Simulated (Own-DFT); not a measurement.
SiC (2H silicon carbide, atoms displaced) (calculated)

A calculation, not a measurement: plane-wave PBE density functional theory by an unreviewed code, no spin, of a simulated periodic cell, stress positive in tension, free energy of the whole cell less one offset for each atom, forces on such cells passed a denser k mesh, this cell's mesh not checked; offsets are fitted by least squares, one for each functional and potential file, so energies compare only between cells with the same atoms and settings and are not formation energies; the far tail of each file's local potential was reset to the Coulomb form; each entry is a single point on an unrelaxed cell, so the pressure reflects the starting lattice, mostly measured values (interpolated for alloys), from which strain is counted, and rises with the displacements; printed positions are rounded, which can move forces by about a meV/angstrom; the program, named Own-DFT, is a retired in-house code; no spin-orbit coupling. Program: Own-DFT development build.

Common to all runs: functional PBE; potential files PseudoDojo norm-conserving, scalar-relativistic, standard set; wave cutoff 42 hartree; occupations Fermi-Dirac; smearing width 0.1 eV; hardware one NVIDIA H100; k mesh 4 x 4 x 3 centred on Gamma.

(1) SiC (2H silicon carbide, atoms displaced)

```cif
# cell vector a (Å): 9.2481 0.0000 0.0000
# cell vector b (Å): -4.6241 8.0091 0.0000
# cell vector c (Å): 0.0000 0.0000 10.0681
data_SiC
_symmetry_space_group_name_H-M 'P 1'
_symmetry_Int_Tables_number 1
_cell_length_a 9.2481
_cell_length_b 9.2481
_cell_length_c 10.0681
_cell_angle_alpha 90.000
_cell_angle_beta 90.000
_cell_angle_gamma 120.000
_cell_volume 745.73
loop_
_atom_site_label
_atom_site_type_symbol
_atom_site_fract_x
_atom_site_fract_y
_atom_site_fract_z
_atom_site_occupancy
Si1 Si 0.99750 0.99965 0.99568 1
Si2 Si 0.10697 0.21725 0.24707 1
C1 C 0.00319 0.99876 0.19161 1
C2 C 0.10989 0.22292 0.44076 1
Si3 Si 0.00048 0.99843 0.50045 1
Si4 Si 0.11025 0.22479 0.75232 1
C3 C 0.99691 0.99854 0.69332 1
C4 C 0.11440 0.22373 0.94158 1
Si5 Si 0.99505 0.33832 0.00149 1
Si6 Si 0.10335 0.55276 0.24833 1
C5 C 0.99831 0.33241 0.18654 1
C6 C 0.10904 0.55432 0.43825 1
Si7 Si 0.99823 0.32613 0.49449 1
Si8 Si 0.10798 0.55836 0.75119 1
C7 C 0.00108 0.33936 0.69100 1
C8 C 0.10997 0.55729 0.93787 1
Si9 Si 0.99668 0.66579 0.00707 1
Si10 Si 0.10468 0.88919 0.24960 1
C9 C 0.00683 0.66579 0.18501 1
C10 C 0.10656 0.88471 0.43534 1
Si11 Si 0.99530 0.66101 0.49954 1
Si12 Si 0.11451 0.89036 0.74454 1
C11 C 0.00040 0.66891 0.68986 1
C12 C 0.11061 0.88409 0.94257 1
Si13 Si 0.33585 0.00144 0.99915 1
Si14 Si 0.44833 0.22270 0.25187 1
C13 C 0.33310 0.99516 0.18768 1
C14 C 0.43916 0.21804 0.44229 1
Si15 Si 0.32714 0.99884 0.50171 1
Si16 Si 0.44517 0.21963 0.75010 1
C15 C 0.33693 0.00370 0.68888 1
C16 C 0.45060 0.22419 0.93408 1
Si17 Si 0.32865 0.33956 0.99738 1
Si18 Si 0.45171 0.56421 0.25320 1
C17 C 0.33127 0.33090 0.19284 1
C18 C 0.44069 0.54781 0.43765 1
Si19 Si 0.33033 0.33522 0.49856 1
Si20 Si 0.44314 0.55276 0.75002 1
C19 C 0.33335 0.33524 0.68867 1
C20 C 0.44040 0.54905 0.93466 1
Si21 Si 0.33675 0.66964 0.99936 1
Si22 Si 0.44490 0.88453 0.25384 1
C21 C 0.33609 0.66753 0.18878 1
C22 C 0.44575 0.89237 0.43642 1
Si23 Si 0.33303 0.66765 0.49935 1
Si24 Si 0.44745 0.89421 0.74909 1
C23 C 0.33936 0.67121 0.68352 1
C24 C 0.43927 0.88326 0.93817 1
Si25 Si 0.66193 0.99486 0.99844 1
Si26 Si 0.77673 0.22308 0.25180 1
C25 C 0.66838 0.00281 0.18587 1
C26 C 0.77555 0.21717 0.44340 1
Si27 Si 0.67078 0.00392 0.50167 1
Si28 Si 0.77961 0.22281 0.74866 1
C27 C 0.67038 0.00142 0.69040 1
C28 C 0.77344 0.21413 0.93451 1
Si29 Si 0.67081 0.33350 0.00121 1
Si30 Si 0.78313 0.55356 0.25145 1
C29 C 0.66381 0.33288 0.19280 1
C30 C 0.77565 0.55388 0.43749 1
Si31 Si 0.66762 0.33114 0.49951 1
Si32 Si 0.76996 0.55335 0.74366 1
C31 C 0.65977 0.32948 0.68437 1
C32 C 0.77902 0.55925 0.93511 1
Si33 Si 0.66578 0.67365 0.00005 1
Si34 Si 0.77520 0.88590 0.24581 1
C33 C 0.67222 0.66472 0.18178 1
C34 C 0.77553 0.89059 0.43959 1
Si35 Si 0.66694 0.66733 0.49966 1
Si36 Si 0.77525 0.89001 0.75149 1
C35 C 0.66916 0.67302 0.68801 1
C36 C 0.77806 0.88896 0.94070 1
```

- free energy of cell above offsets: -10.361 eV
- pressure: 3.74 GPa
- stress xx: -2.16 GPa
- stress yy: -4.02 GPa
- stress zz: -5.04 GPa
- stress yz: 0.42 GPa
- stress xz: -0.46 GPa
- stress xy: 0.36 GPa
- wall time: 362.6 s

Force:
```
element  x (eV/Å)  y (eV/Å)  z (eV/Å)
     Si     1.409     0.122     1.036
     Si     0.541     0.993     0.741
      C    -1.838    -0.081    -1.384
      C     0.431    -0.998    -1.001
     Si    -0.622     0.066     0.351
     Si      0.16     0.051    -0.077
      C     0.418     0.584    -0.879
      C    -1.744    -0.208    -0.577
     Si     1.094    -1.012    -0.891
     Si      2.44     0.186     0.681
      C    -0.418    -0.116     0.563
      C     0.006    -0.437    -0.464
     Si    -0.599     1.585     1.748
     Si     1.033     0.346    -0.258
      C     0.254    -0.797    -0.944
      C     0.057     0.091     0.537
     Si     0.326     0.168    -2.659
     Si      2.48    -0.255    -0.161
      C    -1.975     0.219     1.583
      C    -0.026    -0.036     0.791
     Si     0.386     0.637     0.465
     Si    -0.614     -0.29     1.949
      C    -0.559     -0.44    -1.037
      C    -0.368     0.965    -1.076
     Si    -0.564    -0.051     0.451
     Si    -1.607    -1.116     0.123
      C    -0.219     0.637     0.412
      C     0.385     0.697     -0.66
     Si     0.904    -0.159     -0.66
     Si    -0.881     0.929    -0.091
      C    -0.386     -0.77    -0.428
      C    -0.907    -0.076     1.096
     Si     2.293    -1.722     1.562
     Si    -0.172    -1.936    -0.907
      C     0.216     0.884    -0.932
      C     0.086     2.152     0.164
     Si     0.741        -1     0.679
     Si     -0.19     0.807    -0.652
      C     0.052    -0.688    -0.254
      C    -0.097      2.31     0.463
     Si    -0.583    -1.328     0.213
     Si    -0.614     0.982    -1.077
      C    -0.279    -0.467    -0.066
      C     0.079    -0.359     1.151
     Si     0.218     -0.02    -0.367
     Si     0.252    -1.039     0.068
      C    -0.842    -0.329     1.158
      C     0.575      1.06    -0.642
     Si    -0.102     0.548     0.285
     Si     0.172    -0.556    -0.039
      C    -0.057    -0.599      0.36
      C     0.018     1.134    -1.389
     Si    -0.765    -1.528     0.244
     Si    -0.462     0.427    -0.013
      C    -0.625      0.29    -0.437
      C    -0.011     1.041     0.773
     Si    -0.839     0.232    -0.562
     Si    -0.694     0.389    -0.605
      C     1.226     0.267    -0.755
      C     0.125    -0.086     0.094
     Si     -1.11    -0.297      0.05
     Si      1.17      0.41     1.232
      C      1.16     0.594     0.356
      C    -0.307    -0.522     0.528
     Si     0.932    -2.096    -0.943
     Si     0.337     0.649     0.726
      C    -0.538     0.267     1.644
      C     0.604    -0.459    -0.748
     Si    -0.583    -0.031      0.13
     Si     0.739     -0.12     0.198
      C    -0.414     -0.99    -0.226
      C    -0.708     0.298    -0.745
```

(2) SiC (2H silicon carbide, atoms displaced)

```cif
# cell vector a (Å): 9.2481 0.0000 0.0000
# cell vector b (Å): -4.6241 8.0091 0.0000
# cell vector c (Å): 0.0000 0.0000 10.0681
data_SiC
_symmetry_space_group_name_H-M 'P 1'
_symmetry_Int_Tables_number 1
_cell_length_a 9.2481
_cell_length_b 9.2481
_cell_length_c 10.0681
_cell_angle_alpha 90.000
_cell_angle_beta 90.000
_cell_angle_gamma 120.000
_cell_volume 745.73
loop_
_atom_site_label
_atom_site_type_symbol
_atom_site_fract_x
_atom_site_fract_y
_atom_site_fract_z
_atom_site_occupancy
Si1 Si 0.99816 0.99988 0.99509 1
Si2 Si 0.11063 0.22295 0.24713 1
C1 C 0.00523 0.99945 0.18843 1
C2 C 0.10972 0.22777 0.43652 1
Si3 Si 0.99894 0.00034 0.49925 1
Si4 Si 0.11014 0.21766 0.74992 1
C3 C 0.99982 0.00362 0.68544 1
C4 C 0.10625 0.21235 0.93940 1
Si5 Si 0.99713 0.33184 0.00010 1
Si6 Si 0.11276 0.55188 0.24938 1
C5 C 0.00211 0.33481 0.18467 1
C6 C 0.10834 0.55519 0.43660 1
Si7 Si 0.00115 0.33634 0.50318 1
Si8 Si 0.10191 0.55105 0.75419 1
C7 C 0.01316 0.34277 0.68371 1
C8 C 0.10712 0.55160 0.93721 1
Si9 Si 0.99909 0.66843 0.99927 1
Si10 Si 0.10639 0.88218 0.24809 1
C9 C 0.99592 0.66846 0.18568 1
C10 C 0.11500 0.89332 0.43289 1
Si11 Si 0.99378 0.67005 0.50434 1
Si12 Si 0.09939 0.88117 0.74941 1
C11 C 0.00298 0.66764 0.68478 1
C12 C 0.11532 0.89070 0.93517 1
Si13 Si 0.33555 0.00416 0.00129 1
Si14 Si 0.43661 0.21778 0.25347 1
C13 C 0.34141 0.00402 0.19025 1
C14 C 0.44410 0.22187 0.43874 1
Si15 Si 0.33615 0.99945 0.49523 1
Si16 Si 0.45006 0.22956 0.75162 1
C15 C 0.32724 0.99773 0.68815 1
C16 C 0.44307 0.22210 0.93884 1
Si17 Si 0.33167 0.33220 0.00072 1
Si18 Si 0.44284 0.55316 0.25674 1
C17 C 0.32967 0.33492 0.18447 1
C18 C 0.44262 0.55340 0.43836 1
Si19 Si 0.32936 0.33519 0.49802 1
Si20 Si 0.44346 0.55031 0.75207 1
C19 C 0.33542 0.33351 0.68928 1
C20 C 0.44291 0.55562 0.93724 1
Si21 Si 0.33680 0.67466 0.00221 1
Si22 Si 0.44834 0.89057 0.25181 1
C21 C 0.32747 0.65587 0.18552 1
C22 C 0.44578 0.89752 0.43271 1
Si23 Si 0.32917 0.66607 0.50159 1
Si24 Si 0.44426 0.89702 0.74741 1
C23 C 0.33829 0.66773 0.69322 1
C24 C 0.44681 0.88979 0.94157 1
Si25 Si 0.67107 0.00481 0.00271 1
Si26 Si 0.78100 0.22397 0.24801 1
C25 C 0.66141 0.99208 0.17987 1
C26 C 0.78112 0.22127 0.43576 1
Si27 Si 0.66623 0.99870 0.50104 1
Si28 Si 0.77982 0.22087 0.74891 1
C27 C 0.66206 0.00266 0.69415 1
C28 C 0.78133 0.21884 0.93494 1
Si29 Si 0.66122 0.32936 0.99855 1
Si30 Si 0.77739 0.55906 0.24788 1
C29 C 0.67165 0.33203 0.18790 1
C30 C 0.78430 0.55838 0.43755 1
Si31 Si 0.67196 0.33770 0.49882 1
Si32 Si 0.77530 0.55861 0.75432 1
C31 C 0.66027 0.32834 0.68478 1
C32 C 0.77536 0.55302 0.93670 1
Si33 Si 0.67191 0.66979 0.99983 1
Si34 Si 0.77537 0.88743 0.25283 1
C33 C 0.67150 0.66878 0.18516 1
C34 C 0.78143 0.89420 0.44197 1
Si35 Si 0.66466 0.67089 0.50284 1
Si36 Si 0.78487 0.88888 0.75140 1
C35 C 0.67066 0.67458 0.68952 1
C36 C 0.77354 0.88547 0.93735 1
```

- free energy of cell above offsets: -9.815 eV
- pressure: 4.01 GPa
- stress xx: -1.78 GPa
- stress yy: -3.4 GPa
- stress zz: -6.85 GPa
- stress yz: 0.01 GPa
- stress xz: -0.41 GPa
- stress xy: -0.05 GPa
- wall time: 361.4 s

Force:
```
element  x (eV/Å)  y (eV/Å)  z (eV/Å)
     Si     0.422    -1.357     1.449
     Si     0.017    -0.337     0.278
      C    -1.372     0.051     -0.41
      C     0.396     -0.78     0.072
     Si     0.951     0.954     -0.56
     Si     0.261     1.394     0.281
      C     0.318    -0.863     0.081
      C    -0.235     2.011    -0.754
     Si     0.795     0.065    -0.336
     Si    -1.366     0.592     0.023
      C    -0.313    -0.674     0.355
      C    -0.202     0.528       0.4
     Si    -0.075      0.06    -1.419
     Si     2.002     1.581    -0.698
      C    -1.298    -2.039     1.347
      C     0.002     0.718     0.726
     Si     0.352    -0.341    -0.056
     Si     0.869     1.382    -0.053
      C     1.259     -0.87     0.001
      C    -0.652    -0.691     1.148
     Si     2.054      0.35    -1.715
     Si     1.767     1.691    -0.153
      C    -1.385    -0.824     1.282
      C    -0.878    -0.427     0.389
     Si     0.507    -0.794     0.028
     Si     0.978     1.233    -0.644
      C    -1.284    -1.256    -0.554
      C    -0.204     0.796     0.083
     Si    -1.343     0.736     1.286
     Si    -0.909    -2.052     -0.53
      C    -0.203     0.656    -0.418
      C    -0.006     0.318    -0.234
     Si    -0.267     0.464    -0.487
     Si     0.315     0.221    -2.199
      C     0.971    -0.297     1.181
      C    -0.066     1.029     0.668
     Si      0.96     -0.89     0.704
     Si    -0.479     1.386    -0.022
      C    -0.389    -0.229    -0.431
      C       0.4     -0.01     0.687
     Si     0.119    -1.664    -0.952
     Si    -0.628    -0.894    -1.435
      C     0.463     1.836     1.136
      C     1.541    -1.758     1.191
     Si     0.075     0.441     0.307
     Si    -0.004    -1.668     1.293
      C    -1.149     0.061    -0.798
      C    -0.496     1.092    -0.689
     Si    -0.363     -1.32     -1.85
     Si     0.062     -0.74     0.057
      C     0.906     1.242     2.661
      C    -0.428     0.145     0.553
     Si    -0.543     0.911     0.512
     Si    -0.114     0.799    -0.357
      C     1.786    -0.355    -1.507
      C    -1.143     0.783      0.37
     Si     1.145     0.328     0.511
     Si      0.74    -0.941     0.296
      C    -1.575     0.318    -0.064
      C    -2.041     0.005    -0.093
     Si    -0.473     -0.85    -0.451
     Si     0.582    -0.751    -1.574
      C     1.519     1.568      0.73
      C     0.194     0.237     0.524
     Si    -1.214    -0.979     -0.21
     Si     0.815     0.547    -0.856
      C    -1.198    -0.346     1.085
      C     -0.71    -1.074    -0.726
     Si     0.983    -0.611    -0.345
     Si    -2.335     0.742     0.066
      C     0.007    -1.389    -0.185
      C     0.809     0.803     0.002
```

(3) SiC (2H silicon carbide, atoms displaced)

```cif
# cell vector a (Å): 9.2481 0.0000 0.0000
# cell vector b (Å): -4.6241 8.0091 0.0000
# cell vector c (Å): 0.0000 0.0000 10.0681
data_SiC
_symmetry_space_group_name_H-M 'P 1'
_symmetry_Int_Tables_number 1
_cell_length_a 9.2481
_cell_length_b 9.2481
_cell_length_c 10.0681
_cell_angle_alpha 90.000
_cell_angle_beta 90.000
_cell_angle_gamma 120.000
_cell_volume 745.73
loop_
_atom_site_label
_atom_site_type_symbol
_atom_site_fract_x
_atom_site_fract_y
_atom_site_fract_z
_atom_site_occupancy
Si1 Si 0.00412 0.00251 0.00492 1
Si2 Si 0.11102 0.22427 0.25356 1
C1 C 0.99952 0.00328 0.18567 1
C2 C 0.11569 0.22049 0.44206 1
Si3 Si 0.99925 0.99649 0.50308 1
Si4 Si 0.11407 0.22141 0.74978 1
C3 C 0.99751 0.00080 0.68941 1
C4 C 0.11072 0.22010 0.93772 1
Si5 Si 0.99519 0.33122 0.00460 1
Si6 Si 0.10578 0.55655 0.25160 1
C5 C 0.99174 0.32745 0.19513 1
C6 C 0.10901 0.55320 0.43755 1
Si7 Si 0.99984 0.33175 0.49919 1
Si8 Si 0.10736 0.55742 0.75417 1
C7 C 0.99892 0.32966 0.69255 1
C8 C 0.11424 0.56132 0.93650 1
Si9 Si 0.00551 0.67352 0.99969 1
Si10 Si 0.10899 0.89017 0.24789 1
C9 C 0.00164 0.66879 0.19002 1
C10 C 0.11332 0.88443 0.43828 1
Si11 Si 0.99938 0.66577 0.50030 1
Si12 Si 0.10794 0.88582 0.74278 1
C11 C 0.99826 0.67024 0.68520 1
C12 C 0.10918 0.88208 0.94069 1
Si13 Si 0.33196 0.99717 0.00310 1
Si14 Si 0.44810 0.22461 0.24984 1
C13 C 0.32618 0.99537 0.18240 1
C14 C 0.44037 0.22300 0.44078 1
Si15 Si 0.33290 0.00326 0.50177 1
Si16 Si 0.44700 0.22423 0.74269 1
C15 C 0.33379 0.99699 0.68885 1
C16 C 0.44813 0.22493 0.93577 1
Si17 Si 0.33644 0.33695 0.99908 1
Si18 Si 0.44188 0.55596 0.25309 1
C17 C 0.33459 0.33699 0.18722 1
C18 C 0.44804 0.55521 0.43891 1
Si19 Si 0.32777 0.33486 0.49771 1
Si20 Si 0.43901 0.55451 0.75007 1
C19 C 0.33646 0.33674 0.68426 1
C20 C 0.44782 0.56084 0.94239 1
Si21 Si 0.32541 0.66469 0.99818 1
Si22 Si 0.44122 0.88285 0.25359 1
C21 C 0.33301 0.66261 0.18852 1
C22 C 0.44280 0.88846 0.44067 1
Si23 Si 0.33411 0.66136 0.49685 1
Si24 Si 0.43788 0.88321 0.74738 1
C23 C 0.33079 0.66408 0.69121 1
C24 C 0.44273 0.89074 0.92989 1
Si25 Si 0.66609 0.00090 0.99877 1
Si26 Si 0.77808 0.21755 0.25071 1
C25 C 0.66999 0.00365 0.18585 1
C26 C 0.77699 0.21825 0.43624 1
Si27 Si 0.66990 0.00586 0.50255 1
Si28 Si 0.78048 0.22298 0.75293 1
C27 C 0.66681 0.99880 0.68612 1
C28 C 0.78057 0.22569 0.93557 1
Si29 Si 0.66746 0.33336 0.99857 1
Si30 Si 0.77783 0.55973 0.25210 1
C29 C 0.67134 0.33216 0.18786 1
C30 C 0.78184 0.55471 0.43573 1
Si31 Si 0.65749 0.32727 0.49873 1
Si32 Si 0.77934 0.55378 0.74657 1
C31 C 0.66630 0.32670 0.68652 1
C32 C 0.77709 0.55246 0.93424 1
Si33 Si 0.66149 0.66762 0.99762 1
Si34 Si 0.78065 0.88652 0.24572 1
C33 C 0.66505 0.66466 0.18725 1
C34 C 0.77891 0.88709 0.43546 1
Si35 Si 0.66611 0.66374 0.49866 1
Si36 Si 0.78411 0.89072 0.75007 1
C35 C 0.66806 0.66875 0.68932 1
C36 C 0.77062 0.88571 0.93435 1
```

- free energy of cell above offsets: -10.576 eV
- pressure: 3.8 GPa
- stress xx: -2.75 GPa
- stress yy: -2.93 GPa
- stress zz: -5.73 GPa
- stress yz: 0.17 GPa
- stress xz: -0.41 GPa
- stress xy: -0.77 GPa
- wall time: 397.4 s

Force:
```
element  x (eV/Å)  y (eV/Å)  z (eV/Å)
     Si    -0.603    -0.895     -1.87
     Si     0.429    -0.152    -0.437
      C     0.521    -0.067     1.165
      C    -1.666    -0.435    -0.755
     Si     0.032    -0.177    -0.778
     Si    -0.338     0.342     0.307
      C     1.292     0.157    -0.377
      C     0.019     0.684     0.382
     Si     0.829     0.423    -0.533
     Si     0.937    -0.483    -0.149
      C     1.338     1.403    -1.115
      C     0.413     0.021     0.388
     Si    -0.268    -0.121     0.692
     Si     0.565     -0.52    -1.289
      C      0.12     0.953    -0.862
      C    -0.939    -1.468     0.985
     Si    -1.006    -2.121     0.458
     Si     0.292     -0.02     0.501
      C    -0.692    -0.025    -0.568
      C    -0.891      0.85    -0.136
     Si     0.431    -0.226    -0.398
     Si     0.234     0.971     1.813
      C     0.633    -1.079     0.132
      C    -0.493     2.215    -1.284
     Si     0.059     0.672    -2.069
     Si    -0.375    -0.537    -0.458
      C     1.094     0.714     2.109
      C    -0.091    -0.151    -0.848
     Si     0.432    -0.978    -0.249
     Si    -0.147    -0.538     1.542
      C     -1.02     0.536    -0.584
      C    -0.647    -0.545    -0.015
     Si     0.075    -0.357    -0.023
     Si     0.828    -0.155     -0.84
      C     0.026    -0.574     0.553
      C     -0.66    -0.221    -0.338
     Si     1.629     0.228     0.667
     Si     1.297     0.594      0.58
      C    -0.342    -0.546     0.391
      C    -1.501    -1.103    -1.216
     Si     1.851     1.205     0.379
     Si    -0.046     1.025     -0.81
      C    -1.175     0.255    -0.032
      C     0.337     0.071    -0.128
     Si      -0.9     0.905     1.038
     Si     1.275     0.895    -0.166
      C    -0.574    -0.352    -1.133
      C     0.202    -0.381     1.937
     Si    -0.354    -0.147    -0.537
     Si    -1.241     0.136     0.275
      C    -0.387    -1.545     0.212
      C    -0.425     0.836     0.346
     Si     0.248    -1.626    -0.575
     Si    -0.209    -0.962    -0.881
      C     -0.03     0.057     0.855
      C    -0.212    -0.567     0.912
     Si    -0.061     0.189     0.127
     Si     0.623    -0.974    -0.964
      C    -0.673     0.374     0.209
      C    -1.015    -0.466     0.805
     Si     1.736     0.843    -0.002
     Si    -1.012    -0.195     0.423
      C    -0.045     1.071    -0.386
      C     0.021     0.897     0.635
     Si     1.755    -0.113     0.219
     Si    -1.078     0.357     0.589
      C    -0.187     0.236    -0.053
      C    -0.229     0.243     0.205
     Si     0.663     0.763     0.612
     Si    -1.869    -0.587    -0.088
      C     -0.08    -0.676    -0.535
      C     1.246     0.967     1.035
```
